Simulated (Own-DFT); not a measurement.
# How strain changes the stress of wurtzite GaN, 72 atoms (Ga36N36)

All numbers below are calculated, not measured. The program, named Own-DFT, is a retired in-house plane-wave density functional code that no person has reviewed. Each row is one single-point run on a periodic cell that was not relaxed, without spin or spin-orbit coupling.

Settings of every run: PBE; PseudoDojo norm-conserving scalar-relativistic files (stringent for Ga); cutoff 96 hartree; 4 x 4 x 3 k mesh centred on Gamma; Gaussian smearing of 0.01 eV.

Known limits: forces not confirmed at this smearing and k mesh; stress not checked against mesh or cutoff.

Unstrained cell vectors in Å: (9.567, 0.000, 0.000); (-4.784, 8.285, 0.000); (0.000, 0.000, 10.370). The unstrained cell has measured lattice constants (interpolated for alloys), not those of this functional. That, the random moves and any unrelaxed bonds set the pressure at no strain. Each run strains this cell uniformly, with the atoms carried along. Every atom was also moved at random, by a Gaussian of width 0.05 Å on each axis. Strain is the symmetric tensor, in per cent. Stress is positive in tension, and the pressure is minus a third of its trace.

```
run  e_xx (%)  e_yy (%)  e_zz (%)  s_xx (GPa)  s_yy (GPa)  s_zz (GPa)  P (GPa)  E (meV/atom)
  1      0.00      0.00      2.00       -6.38       -5.93        1.95     3.45           0.0
  2      0.00      0.00      0.50       -6.08       -8.55       -4.84     6.49          16.4
  3      0.00      0.00      2.50       -5.17       -4.97        1.58     2.86          14.9
  4      0.00      0.00      1.00       -6.77       -5.80       -3.24     5.27           4.6
  5      0.00      0.00      3.00       -5.22       -7.23        4.88     2.52          23.6
  6      0.00      0.00      1.25       -7.35       -5.79       -1.30     4.81           5.0
  7      0.00      0.00     -1.75       -9.01       -8.93      -14.66    10.87          22.6
  8      0.00      0.00     -1.50       -5.20       -9.19      -15.87    10.09          14.2
  9      0.00      0.00     -1.00           ?           ?           ?        ?             ?
```

E is the free energy for each atom above the lowest run shown.

## Worked fit

The change of volume is close to e_xx + e_yy + e_zz. A straight line through the runs shown gives P = 7.38 - 181 x (fractional change of volume) GPa, with an error of 7 on the slope and a scatter of 0.34 GPa. The strain isn't the same on all axes and the cell isn't cubic, so the slope belongs to this path and is not the bulk modulus.

## Withheld run

Question: what pressure should run 9 give? Its volume changes by -1.00 %.

The line gives 9.2 GPa. The calculation gave 8.96 GPa.
